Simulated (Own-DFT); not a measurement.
## Calculated data, Al₃GaN₄ (wurtzite random alloy, strained, atoms displaced)

All values are calculated (Own-DFT development build). A calculation, not a measurement: plane-wave PBE density functional theory by an unreviewed code, no spin, of a simulated periodic cell, stress positive in tension, free energy of the whole cell less one offset for each atom, forces on such cells passed a denser k mesh, this cell's mesh not checked; offsets are fitted by least squares, one for each functional and potential file, so energies compare only between cells with the same atoms and settings and are not formation energies; the far tail of each file's local potential was reset to the Coulomb form; each entry is a single point on an unrelaxed cell, so the pressure reflects the starting lattice, mostly measured values, from which strain is counted, and rises with the displacements; printed positions are rounded, which can move forces by about a meV/angstrom; the program is a retired in-house code; no spin-orbit coupling.

Common to all runs: functional PBE; potential files PseudoDojo norm-conserving, scalar-relativistic, standard set with the stringent files for Ga; wave cutoff 96 hartree; occupations Gaussian; smearing width 0.01 eV; k mesh 4 x 4 x 3 centred on Gamma.

(1) 
```cif
# cell vector a (Å): 9.6286 0.0000 0.0000
# cell vector b (Å): -4.8143 8.3386 0.0000
# cell vector c (Å): 0.0000 0.0000 10.0655
data_Al3GaN4
_symmetry_space_group_name_H-M 'P 1'
_symmetry_Int_Tables_number 1
_cell_length_a 9.6286
_cell_length_b 9.6286
_cell_length_c 10.0655
_cell_angle_alpha 90.000
_cell_angle_beta 90.000
_cell_angle_gamma 120.000
_cell_volume 808.15
loop_
_atom_site_label
_atom_site_type_symbol
_atom_site_fract_x
_atom_site_fract_y
_atom_site_fract_z
_atom_site_occupancy
Al1 Al 0.11255 0.22800 0.00031 1
Al2 Al 0.21806 0.10901 0.25252 1
N1 N 0.09905 0.22130 0.18336 1
N2 N 0.22416 0.10202 0.43688 1
Al3 Al 0.10830 0.22438 0.49627 1
Al4 Al 0.22271 0.11051 0.74073 1
N3 N 0.10531 0.22295 0.69308 1
N4 N 0.21730 0.10545 0.93660 1
Al5 Al 0.10430 0.55102 0.99663 1
Ga1 Ga 0.22299 0.45274 0.24971 1
N5 N 0.11310 0.56178 0.19830 1
N6 N 0.22127 0.44877 0.44326 1
Al6 Al 0.11119 0.55337 0.50180 1
Al7 Al 0.21988 0.43526 0.75267 1
N7 N 0.10565 0.56882 0.68670 1
N8 N 0.21681 0.45089 0.94322 1
Al8 Al 0.10239 0.89200 0.00004 1
Al9 Al 0.22400 0.77936 0.24693 1
N9 N 0.10824 0.88580 0.18818 1
N10 N 0.22417 0.77667 0.43025 1
Al10 Al 0.11941 0.89890 0.49580 1
Ga2 Ga 0.21909 0.77259 0.75297 1
N11 N 0.11596 0.88750 0.69196 1
N12 N 0.22843 0.78867 0.93455 1
Al11 Al 0.44677 0.22987 0.99574 1
Al12 Al 0.56930 0.11894 0.25237 1
N13 N 0.44264 0.21782 0.18774 1
N14 N 0.55997 0.11612 0.43957 1
Al13 Al 0.43447 0.21546 0.50177 1
Al14 Al 0.55193 0.11859 0.75007 1
N15 N 0.45365 0.22756 0.70252 1
N16 N 0.55538 0.10841 0.93859 1
Al15 Al 0.43344 0.54772 0.00657 1
Ga3 Ga 0.56869 0.45677 0.24801 1
N17 N 0.43983 0.54791 0.19740 1
N18 N 0.56259 0.44841 0.44395 1
Al16 Al 0.43431 0.55162 0.50362 1
Al17 Al 0.54499 0.44769 0.75216 1
N19 N 0.43687 0.54822 0.68452 1
N20 N 0.54074 0.44543 0.94753 1
Ga4 Ga 0.45627 0.88927 0.99779 1
Al18 Al 0.54419 0.77003 0.24150 1
N21 N 0.45317 0.88749 0.19019 1
N22 N 0.55023 0.77000 0.44003 1
Ga5 Ga 0.45212 0.89316 0.49662 1
Ga6 Ga 0.54896 0.77460 0.74812 1
N23 N 0.45132 0.89025 0.69579 1
N24 N 0.55572 0.77282 0.93776 1
Al19 Al 0.78251 0.22344 0.99956 1
Al20 Al 0.89040 0.10702 0.24268 1
N25 N 0.78503 0.22986 0.19335 1
N26 N 0.89081 0.10967 0.44302 1
Ga7 Ga 0.78072 0.21862 0.49802 1
Al21 Al 0.88879 0.11592 0.75393 1
N27 N 0.77237 0.21411 0.68914 1
N28 N 0.88515 0.11243 0.93810 1
Al22 Al 0.77271 0.54685 0.99824 1
Al23 Al 0.89129 0.45075 0.23846 1
N29 N 0.77473 0.54707 0.18108 1
N30 N 0.88495 0.43265 0.43800 1
Al24 Al 0.78958 0.56410 0.50373 1
Al25 Al 0.88390 0.44326 0.74366 1
N31 N 0.78157 0.55564 0.68704 1
N32 N 0.89470 0.45210 0.93360 1
Ga8 Ga 0.78045 0.88437 0.00442 1
Ga9 Ga 0.89215 0.77234 0.24683 1
N33 N 0.77639 0.89568 0.19054 1
N34 N 0.87752 0.77003 0.44476 1
Al26 Al 0.78086 0.88473 0.50804 1
Al27 Al 0.88895 0.77912 0.74866 1
N35 N 0.78244 0.89904 0.68826 1
N36 N 0.87144 0.76785 0.94887 1
_calc_free_energy_of_cell_above_offsets '-22.439'  # eV
_calc_pressure -3.24  # GPa
_calc_stress_xx 6.04  # GPa
_calc_stress_yy 5.96  # GPa
_calc_stress_zz -2.29  # GPa
_calc_stress_yz 0.13  # GPa
_calc_stress_xz 0.07  # GPa
_calc_stress_xy 1.06  # GPa
```

Force:
| element | x (eV/Å) | y (eV/Å) | z (eV/Å) |
| --- | --- | --- | --- |
| Al | -0.032 | -1.063 | -1.113 |
| Al | 0.622 | 0.519 | -1.961 |
| N | 1.954 | 0.01 | 1.244 |
| N | -1.424 | 2.061 | 0.735 |
| Al | -0.16 | -0.043 | 0.343 |
| Al | -0.183 | -0.289 | 1.64 |
| N | 1.131 | -0.152 | -0.752 |
| N | -0.566 | 1.315 | 0.115 |
| Al | 0.137 | 2.23 | 0.426 |
| Ga | -0.306 | -1.378 | 0.48 |
| N | -0.875 | 0.046 | -2.211 |
| N | 0.263 | -1.276 | 0.565 |
| Al | -1.07 | 0.663 | -0.972 |
| Al | -1.064 | 1.471 | -0.449 |
| N | 1.2 | -3.478 | -0.032 |
| N | 0.968 | -0.968 | -0.33 |
| Al | 1.226 | -0.552 | -0.807 |
| Al | 0.528 | 0.69 | -0.468 |
| N | 0.705 | 0.86 | 0.196 |
| N | -1.007 | 0.141 | 1.443 |
| Al | 0.094 | -3.339 | 0.76 |
| Ga | 0.846 | 1.641 | -0.812 |
| N | -1.751 | 1.165 | -1.183 |
| N | -1.001 | -1.387 | 3.06 |
| Al | -0.06 | -2.186 | 0.604 |
| Al | -1.237 | -0.597 | -0.792 |
| N | -0.092 | -0.05 | 0.296 |
| N | -1.192 | -0.123 | -0.005 |
| Al | 2.239 | 1.845 | -0.409 |
| Al | 2.38 | -1.797 | 0.442 |
| N | -2.53 | 0.129 | -1.868 |
| N | 0.116 | 2.157 | 0.276 |
| Al | -0.117 | 1.368 | -0.356 |
| Ga | -1.077 | -2.453 | 1.406 |
| N | -0.062 | 1.396 | -1.623 |
| N | -0.823 | -0.611 | 0.732 |
| Al | 1.587 | 0.642 | -1.782 |
| Al | 1.63 | 0.142 | -0.232 |
| N | -0.43 | -0.402 | 1.591 |
| N | 1.609 | 0.022 | -1.248 |
| Ga | -1.527 | 0.186 | -0.178 |
| Al | 1.621 | 0.618 | 1.878 |
| N | -1.518 | 0.672 | 0.531 |
| N | 1.033 | 0.121 | -0.29 |
| Ga | -0.346 | -0.608 | 0.34 |
| Ga | 1.143 | 0.256 | -0.135 |
| N | -1.65 | 1.154 | -0.882 |
| N | 0.321 | -1.32 | 1.106 |
| Al | -0.954 | -0.212 | -0.238 |
| Al | -1.264 | 0.762 | 1.426 |
| N | 0.221 | -0.461 | -1.02 |
| N | 1.228 | -1.013 | -1.136 |
| Ga | -0.441 | 0.016 | 0.163 |
| Al | -0.511 | -0.739 | -0.807 |
| N | -0.115 | 1.287 | 1.324 |
| N | 0.879 | 0.628 | 0.733 |
| Al | -0.614 | 0.563 | -1.171 |
| Al | 0.635 | -1.068 | 2.129 |
| N | 1.141 | 1.07 | 0.25 |
| N | -0.014 | 2.892 | -0.463 |
| Al | -0.5 | -2.432 | -0.781 |
| Al | 0.521 | -0.204 | -0.266 |
| N | -1.368 | 0.379 | 1.651 |
| N | -0.858 | -1.191 | 0.764 |
| Ga | -1.883 | 0.962 | -0.833 |
| Ga | -1.409 | 0.296 | 0.54 |
| N | 0.022 | -1.571 | 1.042 |
| N | 1.697 | 1.584 | -0.391 |
| Al | -1.445 | 0.301 | -1.902 |
| Al | -0.086 | -0.022 | 0.189 |
| N | 0.926 | -0.953 | 1.315 |
| N | 2.943 | -0.321 | -1.838 |

(2) 
```cif
# cell vector a (Å): 9.6286 0.0000 0.0000
# cell vector b (Å): -4.8143 8.3386 0.0000
# cell vector c (Å): 0.0000 0.0000 10.0655
data_Al3GaN4
_symmetry_space_group_name_H-M 'P 1'
_symmetry_Int_Tables_number 1
_cell_length_a 9.6286
_cell_length_b 9.6286
_cell_length_c 10.0655
_cell_angle_alpha 90.000
_cell_angle_beta 90.000
_cell_angle_gamma 120.000
_cell_volume 808.15
loop_
_atom_site_label
_atom_site_type_symbol
_atom_site_fract_x
_atom_site_fract_y
_atom_site_fract_z
_atom_site_occupancy
Al1 Al 0.11926 0.23262 0.99551 1
Al2 Al 0.22707 0.10634 0.26048 1
N1 N 0.11897 0.21980 0.19354 1
N2 N 0.22197 0.11843 0.44207 1
Ga1 Ga 0.11253 0.22612 0.50095 1
Al3 Al 0.22365 0.10614 0.74407 1
N3 N 0.12054 0.22593 0.68916 1
N4 N 0.21812 0.10656 0.94118 1
Al4 Al 0.11198 0.55069 0.00442 1
Al5 Al 0.22247 0.43102 0.24899 1
N5 N 0.10821 0.54795 0.19383 1
N6 N 0.21216 0.43426 0.43831 1
Ga2 Ga 0.10644 0.55353 0.49546 1
Al6 Al 0.22059 0.44047 0.74611 1
N7 N 0.10574 0.55590 0.69197 1
N8 N 0.22297 0.43907 0.94266 1
Al7 Al 0.11663 0.89309 0.00530 1
Al8 Al 0.22682 0.77646 0.25500 1
N9 N 0.10896 0.88623 0.20087 1
N10 N 0.23149 0.78363 0.43804 1
Al9 Al 0.10695 0.89110 0.50323 1
Al10 Al 0.21910 0.77663 0.74959 1
N11 N 0.11989 0.89125 0.67762 1
N12 N 0.21976 0.77641 0.93967 1
Al11 Al 0.43619 0.21753 0.99961 1
Al12 Al 0.56181 0.11398 0.25246 1
N13 N 0.44967 0.22798 0.19061 1
N14 N 0.55179 0.10956 0.44216 1
Al13 Al 0.45044 0.22305 0.49463 1
Al14 Al 0.55627 0.11290 0.75541 1
N15 N 0.44558 0.21905 0.69057 1
N16 N 0.56280 0.11798 0.93450 1
Ga3 Ga 0.44607 0.55789 0.00048 1
Ga4 Ga 0.55224 0.44566 0.24341 1
N17 N 0.43931 0.54798 0.18055 1
N18 N 0.55487 0.44824 0.43544 1
Ga5 Ga 0.44553 0.56161 0.51197 1
Al15 Al 0.55556 0.44420 0.74766 1
N19 N 0.44255 0.55451 0.68846 1
N20 N 0.55243 0.44725 0.93481 1
Al16 Al 0.45204 0.89610 0.00337 1
Ga6 Ga 0.54150 0.77747 0.24493 1
N21 N 0.46117 0.89727 0.18818 1
N22 N 0.55397 0.78265 0.43963 1
Al17 Al 0.44191 0.89659 0.48875 1
Al18 Al 0.57336 0.79656 0.74686 1
N23 N 0.43810 0.88795 0.68759 1
N24 N 0.55968 0.78644 0.94378 1
Al19 Al 0.78515 0.23324 0.99084 1
Al20 Al 0.88755 0.11073 0.24888 1
N25 N 0.76413 0.21829 0.18976 1
N26 N 0.89330 0.11316 0.43451 1
Al21 Al 0.77678 0.21291 0.50016 1
Al22 Al 0.89184 0.11580 0.75789 1
N27 N 0.76861 0.21541 0.69094 1
N28 N 0.88418 0.11128 0.94571 1
Al23 Al 0.77798 0.55128 0.99930 1
Al24 Al 0.88764 0.44398 0.25037 1
N29 N 0.77738 0.55163 0.19770 1
N30 N 0.90367 0.45251 0.44405 1
Al25 Al 0.78253 0.55657 0.50735 1
Ga7 Ga 0.90352 0.45405 0.74461 1
N31 N 0.77834 0.54898 0.68760 1
N32 N 0.88287 0.44623 0.93815 1
Al26 Al 0.78560 0.88606 0.98931 1
Ga8 Ga 0.89079 0.78187 0.24669 1
N33 N 0.78061 0.88746 0.18810 1
N34 N 0.88968 0.78149 0.43943 1
Ga9 Ga 0.78361 0.89380 0.50365 1
Al27 Al 0.89561 0.78354 0.75308 1
N35 N 0.78037 0.89468 0.68773 1
N36 N 0.89170 0.77930 0.94898 1
_calc_free_energy_of_cell_above_offsets '-22.155'  # eV
_calc_pressure -2.88  # GPa
_calc_stress_xx 5.55  # GPa
_calc_stress_yy 6.72  # GPa
_calc_stress_zz -3.63  # GPa
_calc_stress_yz 0.38  # GPa
_calc_stress_xz 0.14  # GPa
_calc_stress_xy -0.02  # GPa
```

Force:
| element | x (eV/Å) | y (eV/Å) | z (eV/Å) |
| --- | --- | --- | --- |
| Al | -0.035 | -2.427 | 1.436 |
| Al | -0.714 | 0.635 | -1.584 |
| N | -0.748 | -0.717 | -0.894 |
| N | 1.772 | -1.324 | 0.672 |
| Ga | -0.101 | -0.714 | -0.471 |
| Al | 0.368 | 0.807 | 0.286 |
| N | -1.061 | -0.936 | 1.862 |
| N | -0.018 | 0.265 | -0.621 |
| Al | -0.422 | 0.612 | -0.439 |
| Al | -0.612 | 0.986 | 0.226 |
| N | 0.502 | 0.559 | -0.242 |
| N | 0.743 | 2.214 | -0.382 |
| Ga | 2.677 | 1.419 | 0.498 |
| Al | 0.186 | 1.038 | 0.491 |
| N | 3.466 | 1.27 | -0.242 |
| N | -1.444 | 1.12 | -1.36 |
| Al | -0.104 | -0.667 | 0.363 |
| Al | -0.594 | -0.258 | -1.234 |
| N | 2.347 | 0.853 | -1.326 |
| N | -1.438 | -0.053 | 0.219 |
| Al | 0.581 | 0.144 | -3.06 |
| Al | 1.077 | 0.331 | -0.254 |
| N | -1.199 | -0.535 | 3.445 |
| N | 0.309 | 0.149 | 0.813 |
| Al | 0.96 | 0.814 | -0.337 |
| Al | -1.279 | 0.102 | -0.433 |
| N | -0.154 | -2.479 | -0.242 |
| N | 0.862 | 0.926 | -0.792 |
| Al | -1.257 | 0.824 | 0.798 |
| Al | -0.552 | -0.671 | -1.882 |
| N | -0.272 | 0.5 | -0.233 |
| N | -0.772 | -0.406 | 2.038 |
| Ga | 0.148 | 0.539 | -1.969 |
| Ga | 0.6 | 0.533 | 0.884 |
| N | -1.201 | 0.628 | 2.502 |
| N | 1.031 | -0.45 | 1.658 |
| Ga | -0.066 | -0.372 | -3.768 |
| Al | -0.032 | -0.448 | -0.281 |
| N | 0.308 | 0.6 | 3.483 |
| N | 1.338 | -0.729 | 0.512 |
| Al | -0.214 | 0.065 | -1.503 |
| Ga | 4.086 | -1.504 | 0.937 |
| N | -4.098 | 0.894 | -0.202 |
| N | -0.369 | 0.273 | 0.416 |
| Al | 1.217 | -1.085 | 2.185 |
| Al | -2.762 | -1.769 | 0.572 |
| N | 0.868 | 0.355 | 0.188 |
| N | 0.568 | 0.174 | -1.25 |
| Al | -0.968 | -1.393 | 1.271 |
| Al | 0.342 | -0.314 | -1.197 |
| N | 2.522 | 1.333 | -0.346 |
| N | -1.186 | 0.108 | 0.66 |
| Al | -0.179 | 1.001 | 0.004 |
| Al | -0.151 | 0.295 | -1.152 |
| N | 1.598 | 0.171 | -0.142 |
| N | 1.224 | 0.628 | -0.655 |
| Al | -1.069 | 0.362 | 0.655 |
| Al | 0.054 | -0.342 | 0.333 |
| N | 0.615 | 0.222 | -1.772 |
| N | -3.925 | -2.529 | -1.045 |
| Al | -0.554 | 0.089 | -2.53 |
| Ga | -2.755 | -2.407 | 0.818 |
| N | -1.155 | 1.686 | 1.305 |
| N | 1.655 | 0.376 | 0.739 |
| Al | -1.901 | 0.765 | 2.431 |
| Ga | -0.765 | -0.965 | 0.53 |
| N | -0.981 | 0.893 | -0.827 |
| N | 0.909 | -0.763 | 1.503 |
| Ga | -0.561 | -0.416 | -2.286 |
| Al | 0.152 | -0.748 | -0.582 |
| N | 1.517 | 0.377 | 2.51 |
| N | 1.066 | -0.518 | -1.708 |

(3) 
```cif
# cell vector a (Å): 9.6286 0.0000 0.0000
# cell vector b (Å): -4.8143 8.3386 0.0000
# cell vector c (Å): 0.0000 0.0000 10.0655
data_Al3GaN4
_symmetry_space_group_name_H-M 'P 1'
_symmetry_Int_Tables_number 1
_cell_length_a 9.6286
_cell_length_b 9.6286
_cell_length_c 10.0655
_cell_angle_alpha 90.000
_cell_angle_beta 90.000
_cell_angle_gamma 120.000
_cell_volume 808.15
loop_
_atom_site_label
_atom_site_type_symbol
_atom_site_fract_x
_atom_site_fract_y
_atom_site_fract_z
_atom_site_occupancy
Al1 Al 0.11273 0.22417 0.00258 1
Al2 Al 0.21599 0.10716 0.25285 1
N1 N 0.11651 0.22781 0.18897 1
N2 N 0.21856 0.10924 0.44539 1
Al3 Al 0.11335 0.22682 0.49162 1
Ga1 Ga 0.21284 0.09914 0.74620 1
N3 N 0.11208 0.22690 0.68069 1
N4 N 0.23242 0.12230 0.93767 1
Al4 Al 0.12047 0.55984 0.00381 1
Ga2 Ga 0.23012 0.44582 0.24826 1
N5 N 0.10901 0.55784 0.18677 1
N6 N 0.22465 0.44282 0.43893 1
Al5 Al 0.11119 0.55570 0.50366 1
Al6 Al 0.22775 0.44573 0.74594 1
N7 N 0.12057 0.55684 0.69773 1
N8 N 0.22316 0.45102 0.94284 1
Ga3 Ga 0.11144 0.88809 0.99689 1
Al7 Al 0.22761 0.77999 0.24640 1
N9 N 0.10967 0.88438 0.18455 1
N10 N 0.22159 0.77682 0.44127 1
Al8 Al 0.11241 0.89321 0.50076 1
Ga4 Ga 0.22170 0.76897 0.74889 1
N11 N 0.10644 0.87992 0.69598 1
N12 N 0.22463 0.77635 0.94187 1
Al9 Al 0.43693 0.21354 0.99838 1
Al10 Al 0.56226 0.12190 0.26014 1
N13 N 0.44641 0.22624 0.19188 1
N14 N 0.55783 0.10770 0.44061 1
Al11 Al 0.44780 0.22709 0.50887 1
Al12 Al 0.54995 0.10955 0.74761 1
N15 N 0.44404 0.22890 0.69367 1
N16 N 0.55663 0.11762 0.93961 1
Al13 Al 0.43498 0.55792 0.00534 1
Ga5 Ga 0.55170 0.45065 0.24987 1
N17 N 0.43417 0.54315 0.19055 1
N18 N 0.55614 0.45715 0.43266 1
Al14 Al 0.44763 0.56126 0.50466 1
Al15 Al 0.54699 0.44239 0.75118 1
N19 N 0.45051 0.55586 0.68667 1
N20 N 0.55897 0.45047 0.94311 1
Ga6 Ga 0.44543 0.88767 0.99422 1
Al16 Al 0.54866 0.77635 0.24795 1
N21 N 0.43379 0.88316 0.18749 1
N22 N 0.54824 0.77638 0.43009 1
Al17 Al 0.44657 0.88752 0.49759 1
Al18 Al 0.55188 0.77087 0.74473 1
N23 N 0.44431 0.88305 0.69472 1
N24 N 0.55086 0.77659 0.94621 1
Ga7 Ga 0.77662 0.22820 0.00126 1
Al19 Al 0.89748 0.11419 0.24075 1
N25 N 0.77475 0.22239 0.19748 1
N26 N 0.89291 0.12091 0.44382 1
Al20 Al 0.78102 0.22590 0.50629 1
Al21 Al 0.89898 0.10916 0.74801 1
N27 N 0.78263 0.22992 0.69446 1
N28 N 0.88610 0.10381 0.94203 1
Ga8 Ga 0.77755 0.54271 0.99687 1
Al22 Al 0.89389 0.46376 0.24798 1
N29 N 0.78123 0.55515 0.18940 1
N30 N 0.88135 0.43698 0.44546 1
Al23 Al 0.76808 0.55379 0.49913 1
Al24 Al 0.89159 0.43544 0.75417 1
N31 N 0.78479 0.56098 0.69356 1
N32 N 0.88250 0.43106 0.94570 1
Ga9 Ga 0.77597 0.87849 0.00835 1
Al25 Al 0.89400 0.78346 0.25016 1
N33 N 0.77523 0.87925 0.18524 1
N34 N 0.88273 0.78117 0.43718 1
Al26 Al 0.76962 0.88114 0.50166 1
Al27 Al 0.89101 0.78288 0.75404 1
N35 N 0.77712 0.89420 0.69032 1
N36 N 0.89325 0.79161 0.93643 1
_calc_free_energy_of_cell_above_offsets '-22.691'  # eV
_calc_pressure -3.08  # GPa
_calc_stress_xx 5.79  # GPa
_calc_stress_yy 6.46  # GPa
_calc_stress_zz -3.02  # GPa
_calc_stress_yz -0.11  # GPa
_calc_stress_xz 0.25  # GPa
_calc_stress_xy 0.14  # GPa
```

Force:
| element | x (eV/Å) | y (eV/Å) | z (eV/Å) |
| --- | --- | --- | --- |
| Al | -0.22 | -0.145 | -1.142 |
| Al | 1.229 | 0.402 | -0.528 |
| N | 0.105 | -1.716 | 0.152 |
| N | 0.644 | 0.447 | -0.457 |
| Al | -0.446 | -0.543 | 0.518 |
| Ga | -0.03 | 1.509 | 0.14 |
| N | 0.243 | 0.083 | 1.04 |
| N | -1.495 | -0.781 | 0.509 |
| Al | -1.266 | -0.44 | -0.778 |
| Ga | -2.569 | -0.303 | 0.767 |
| N | 0.196 | 0.42 | 0.945 |
| N | -0.236 | 0.994 | 1.387 |
| Al | -0.287 | -0.405 | -0.577 |
| Al | -0.138 | -0.492 | 0.623 |
| N | -0.668 | -2.054 | -1.291 |
| N | 0.382 | -1.05 | -0.703 |
| Ga | 0.083 | 0.482 | -0.535 |
| Al | -1.124 | -0.575 | 0.445 |
| N | -0.132 | 0.785 | 2.171 |
| N | -0.199 | 0.164 | 0.096 |
| Al | -0.231 | -1.153 | 0.04 |
| Ga | -0.326 | 1.231 | 0.565 |
| N | -0.223 | 0.15 | -1.467 |
| N | -0.73 | -0.688 | -0.079 |
| Al | 1.168 | 1.893 | 0.761 |
| Al | -0.417 | -0.701 | -2.027 |
| N | -0.392 | -1.364 | 0.14 |
| N | -0.747 | 0.555 | 2.045 |
| Al | -0.215 | -0.193 | -1.863 |
| Al | 1.024 | 0.438 | 0.512 |
| N | 0.717 | -0.79 | -0.46 |
| N | -0.758 | -0.727 | -0.786 |
| Al | 1.75 | -0.202 | -0.923 |
| Ga | 1.609 | -0.953 | -1.379 |
| N | 0.703 | 3.342 | -1.053 |
| N | 0.19 | -1.172 | 3.183 |
| Al | -0.502 | -0.525 | -2.023 |
| Al | 1.953 | 0.844 | 0.95 |
| N | -0.911 | 0.026 | 0.695 |
| N | -1.602 | -0.97 | -0.478 |
| Ga | -0.334 | 1.259 | 0.591 |
| Al | 0.247 | 0.08 | -1.256 |
| N | 1.604 | 1.127 | 1.145 |
| N | 0.719 | -0.015 | 2.07 |
| Al | -0.742 | 0.098 | 0.13 |
| Al | 0.536 | 1.206 | 1.575 |
| N | 0.406 | 0.986 | -1.229 |
| N | 0.894 | -1.311 | -1.48 |
| Ga | 0.613 | -3.123 | 1.026 |
| Al | -1.776 | -0.136 | 1.219 |
| N | 0.822 | 0.481 | 0.026 |
| N | 0.214 | -1.422 | -0.856 |
| Al | 0.212 | -0.538 | -0.752 |
| Al | -1.614 | 0.561 | 0.4 |
| N | -0.045 | -1.921 | -0.208 |
| N | 0.87 | 1.2 | -0.235 |
| Ga | -1.062 | 1.548 | -0.007 |
| Al | 1.282 | -2.64 | 1.057 |
| N | -0.924 | 1.486 | 0.511 |
| N | 0.059 | 1.982 | -0.507 |
| Al | 1.436 | 0.549 | 0.465 |
| Al | -0.805 | 1.675 | -0.161 |
| N | -0.63 | -0.649 | -0.125 |
| N | 1.864 | 3.509 | -1.717 |
| Ga | -1.127 | 0.983 | -2.809 |
| Al | -0.276 | -1.016 | -0.506 |
| N | -0.48 | 0.841 | 3.844 |
| N | 0.97 | -0.283 | 0.645 |
| Al | 0.082 | 1.671 | -0.83 |
| Al | -0.521 | -1.022 | -0.942 |
| N | 0.179 | -1.129 | -0.16 |
| N | 1.197 | -1.857 | -0.057 |
